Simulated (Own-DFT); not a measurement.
## Calculated data, Si4SnGe11 (diamond-structure random alloy, atoms displaced)

Computed with Own-DFT development build. A calculation, not a measurement: plane-wave density functional theory by an unreviewed code, no spin, of a simulated periodic cell, stress positive in tension, run twice, with PBE and with PBEsol, both on files made for PBE, so the change isn't that of files made for PBEsol, forces on such cells moved up to 12 meV/angstrom on a denser k mesh; the far tail of each file's local potential was reset to the Coulomb form; each entry is a single point on an unrelaxed cell, so the pressure reflects the starting lattice, mostly measured values (interpolated for alloys), from which strain is counted, and rises with the displacements; printed positions are rounded, which can move forces by about a meV/angstrom; the program, named Own-DFT, is a retired in-house code; no spin-orbit coupling; stress was not checked against mesh or cutoff.

```cif
# cell vector a (Å): 11.3064 0.0000 0.0000
# cell vector b (Å): 0.0000 11.3064 0.0000
# cell vector c (Å): 0.0000 0.0000 11.3064
data_Si4SnGe11
_symmetry_space_group_name_H-M 'P 1'
_symmetry_Int_Tables_number 1
_cell_length_a 11.3064
_cell_length_b 11.3064
_cell_length_c 11.3064
_cell_angle_alpha 90.000
_cell_angle_beta 90.000
_cell_angle_gamma 90.000
_cell_volume 1445.35
loop_
_atom_site_label
_atom_site_type_symbol
_atom_site_fract_x
_atom_site_fract_y
_atom_site_fract_z
_atom_site_occupancy
Ge1 Ge 0.99182 0.99983 0.99855 1
Ge2 Ge 0.00242 0.24830 0.24713 1
Ge3 Ge 0.24746 0.00019 0.25864 1
Ge4 Ge 0.24874 0.25183 0.99919 1
Ge5 Ge 0.12420 0.12397 0.12632 1
Ge6 Ge 0.11959 0.38123 0.38088 1
Si1 Si 0.37092 0.12482 0.37122 1
Ge7 Ge 0.37476 0.37295 0.12423 1
Ge8 Ge 0.99892 0.99896 0.50004 1
Ge9 Ge 0.00096 0.25336 0.75026 1
Si2 Si 0.24723 0.99994 0.75036 1
Ge10 Ge 0.24826 0.24725 0.49705 1
Ge11 Ge 0.12726 0.12835 0.62467 1
Ge12 Ge 0.11891 0.37055 0.87368 1
Si3 Si 0.37848 0.12727 0.87559 1
Ge13 Ge 0.37705 0.37997 0.62444 1
Ge14 Ge 0.99754 0.50272 0.99701 1
Si4 Si 0.00188 0.75167 0.25067 1
Si5 Si 0.25257 0.49697 0.25207 1
Si6 Si 0.24812 0.74803 0.99958 1
Ge15 Ge 0.12718 0.62281 0.12578 1
Ge16 Ge 0.12035 0.87171 0.37228 1
Ge17 Ge 0.37917 0.62935 0.37071 1
Ge18 Ge 0.37452 0.86855 0.12580 1
Si7 Si 0.00334 0.50196 0.50140 1
Ge19 Ge 0.00298 0.74564 0.74771 1
Ge20 Ge 0.25086 0.50096 0.75300 1
Ge21 Ge 0.24966 0.74346 0.50017 1
Ge22 Ge 0.12657 0.62784 0.62711 1
Ge23 Ge 0.12320 0.87152 0.87249 1
Ge24 Ge 0.37125 0.62409 0.87366 1
Ge25 Ge 0.37582 0.87418 0.62745 1
Ge26 Ge 0.49527 0.00041 0.00048 1
Ge27 Ge 0.50122 0.25337 0.24761 1
Ge28 Ge 0.75019 0.99739 0.25218 1
Sn1 Sn 0.75060 0.25348 0.00296 1
Si8 Si 0.62527 0.12034 0.12501 1
Ge29 Ge 0.62237 0.37404 0.37523 1
Ge30 Ge 0.87655 0.12254 0.38103 1
Ge31 Ge 0.87357 0.37711 0.12446 1
Si9 Si 0.50151 0.99832 0.50212 1
Ge32 Ge 0.49911 0.24829 0.74499 1
Ge33 Ge 0.74917 0.00213 0.74904 1
Ge34 Ge 0.74933 0.25458 0.49676 1
Ge35 Ge 0.62446 0.12596 0.62426 1
Sn2 Sn 0.63030 0.37182 0.87637 1
Ge36 Ge 0.87513 0.12729 0.87563 1
Sn3 Sn 0.87885 0.38096 0.62022 1
Si10 Si 0.50075 0.49970 0.00197 1
Ge37 Ge 0.50017 0.74558 0.24659 1
Ge38 Ge 0.74510 0.49710 0.25183 1
Si11 Si 0.74665 0.74754 0.99796 1
Si12 Si 0.62859 0.62354 0.12607 1
Si13 Si 0.62226 0.87416 0.37664 1
Ge39 Ge 0.87298 0.62417 0.37249 1
Si14 Si 0.87418 0.87359 0.12340 1
Ge40 Ge 0.50329 0.50499 0.49843 1
Ge41 Ge 0.49910 0.74674 0.75127 1
Si15 Si 0.75158 0.49991 0.75010 1
Sn4 Sn 0.74945 0.74371 0.49760 1
Ge42 Ge 0.62169 0.62507 0.62738 1
Si16 Si 0.62276 0.86855 0.86844 1
Ge43 Ge 0.88184 0.62384 0.87113 1
Ge44 Ge 0.87294 0.86819 0.62772 1
_calc_functional 'PBE, then PBEsol'
_calc_potential_files 'PseudoDojo norm-conserving, scalar-relativistic, standard set'
_calc_wave_cutoff 49  # hartree
_calc_occupations 'Fermi-Dirac'
_calc_smearing_width 0.1  # eV
_calc_k_mesh '3 x 3 x 3 centred on Gamma'
_calc_PBE_pressure 4.04  # GPa
_calc_PBE_stress_xx -4.02  # GPa
_calc_PBE_stress_yy -3.98  # GPa
_calc_PBE_stress_zz -4.13  # GPa
_calc_PBE_stress_yz 0.2  # GPa
_calc_PBE_stress_xz -0.19  # GPa
_calc_PBE_stress_xy 0.1  # GPa
_calc_PBEsol_pressure 1.38  # GPa
_calc_PBEsol_stress_xx -1.36  # GPa
_calc_PBEsol_stress_yy -1.31  # GPa
_calc_PBEsol_stress_zz -1.46  # GPa
_calc_PBEsol_stress_yz 0.2  # GPa
_calc_PBEsol_stress_xz -0.18  # GPa
_calc_PBEsol_stress_xy 0.09  # GPa
_calc_rms_change_of_force_components_from_PBE_to_PBEsol 0.045  # eV/angstrom
```

Force:
```csv
force element,PBE force x (eV/Å),PBE force y (eV/Å),PBE force z (eV/Å),PBEsol force x (eV/Å),PBEsol force y (eV/Å),PBEsol force z (eV/Å)
Ge,0.727,-0.454,0.263,0.73,-0.395,0.215
Ge,-0.492,0.548,0.699,-0.477,0.528,0.676
Ge,0.299,-0.329,-0.947,0.24,-0.357,-0.951
Ge,0.217,-0.621,-0.269,0.181,-0.57,-0.226
Ge,0.277,-0.422,-0.426,0.26,-0.396,-0.407
Ge,0.735,-0.448,-0.86,0.728,-0.506,-0.838
Si,1.094,0.004,0.769,1.035,0.038,0.724
Ge,-0.08,0.851,-0.028,-0.076,0.762,-0.025
Ge,0.25,-0.418,0.776,0.237,-0.397,0.74
Ge,0.272,-1.551,0.196,0.272,-1.5,0.199
Si,0.605,0.319,0.355,0.555,0.277,0.315
Ge,0.572,0.638,-0.063,0.504,0.65,-0.023
Ge,-0.133,-0.735,0.343,-0.159,-0.672,0.294
Ge,0.821,0.876,0.501,0.789,0.849,0.486
Si,-0.9,-0.348,-0.472,-0.848,-0.308,-0.429
Ge,-0.372,-0.43,-0.456,-0.356,-0.418,-0.437
Ge,0.465,-0.457,0.599,0.446,-0.446,0.57
Si,-0.739,-0.389,-0.886,-0.688,-0.414,-0.829
Si,-0.149,0.175,0.068,-0.145,0.166,0.065
Si,0.008,0.101,-0.052,0.005,0.096,-0.054
Ge,0.109,0.213,0.28,0.076,0.176,0.238
Ge,0.26,-0.061,0.684,0.292,-0.012,0.699
Ge,-0.772,-1.021,0.151,-0.714,-0.958,0.175
Ge,-0.697,0.526,-0.195,-0.637,0.533,-0.157
Si,0.765,1.934,-1.151,0.753,1.896,-1.133
Ge,-0.25,0.674,0.162,-0.241,0.649,0.162
Ge,-0.546,-0.569,-0.293,-0.522,-0.538,-0.287
Ge,0.241,0.97,-0.274,0.236,0.939,-0.257
Ge,0.007,-1.068,-0.468,0.036,-1,-0.423
Ge,0.415,0.43,0.479,0.336,0.408,0.455
Ge,0.517,0.138,1.202,0.501,0.128,1.092
Ge,-0.314,0.426,-0.252,-0.302,0.34,-0.239
Ge,0.691,-0.368,-0.331,0.644,-0.39,-0.287
Ge,-0.219,-1.313,0.025,-0.216,-1.204,0.021
Ge,-0.245,-0.177,-0.155,-0.205,-0.139,-0.117
Sn,1.296,-3.09,2.241,1.313,-2.968,2.138
Si,-0.7,-0.541,0.862,-0.684,-0.531,0.85
Ge,-0.13,0.154,0.065,-0.114,0.157,0.059
Ge,-0.323,0.435,-0.903,-0.313,0.417,-0.875
Ge,1.445,1.113,1.439,1.397,1.076,1.39
Si,-0.428,0.227,-0.757,-0.425,0.23,-0.664
Ge,-0.868,-0.438,-0.027,-0.798,-0.394,-0.062
Ge,-0.047,-0.635,0.343,-0.017,-0.581,0.3
Ge,-0.661,-1.293,-0.406,-0.642,-1.258,-0.396
Ge,-0.004,-0.276,-0.667,0.029,-0.23,-0.607
Sn,-2.825,2.562,-2.369,-2.75,2.419,-2.306
Ge,0.616,-0.755,-1.102,0.607,-0.734,-1.064
Sn,-0.619,-0.152,0.53,-0.611,-0.238,0.524
Si,-0.606,1.039,0.641,-0.634,0.976,0.596
Ge,1.089,0.69,-0.014,0.981,0.671,0.002
Ge,0.386,0.309,-0.424,0.407,0.263,-0.372
Si,0.37,0.26,0.028,0.404,0.226,-0.011
Si,-0.398,-0.094,-0.684,-0.394,-0.105,-0.587
Si,-0.932,0.858,-0.815,-0.872,0.802,-0.841
Ge,2.059,-1.265,-1.178,1.931,-1.234,-1.129
Si,-0.316,-0.615,0.181,-0.306,-0.523,0.177
Ge,-0.457,-0.344,0.017,-0.438,-0.329,0.023
Ge,-0.224,0.222,0.033,-0.257,0.175,-0.019
Si,-0.127,1.838,-0.073,-0.123,1.805,-0.071
Sn,-0.713,0.958,0.142,-0.654,0.884,0.181
Ge,-0.05,-1.2,1.184,-0.082,-1.138,1.112
Si,0.347,0.688,1.027,0.301,0.707,0.96
Ge,-1.543,0.284,0.153,-1.421,0.267,0.146
Ge,0.92,1.418,0.562,0.899,1.374,0.542
```
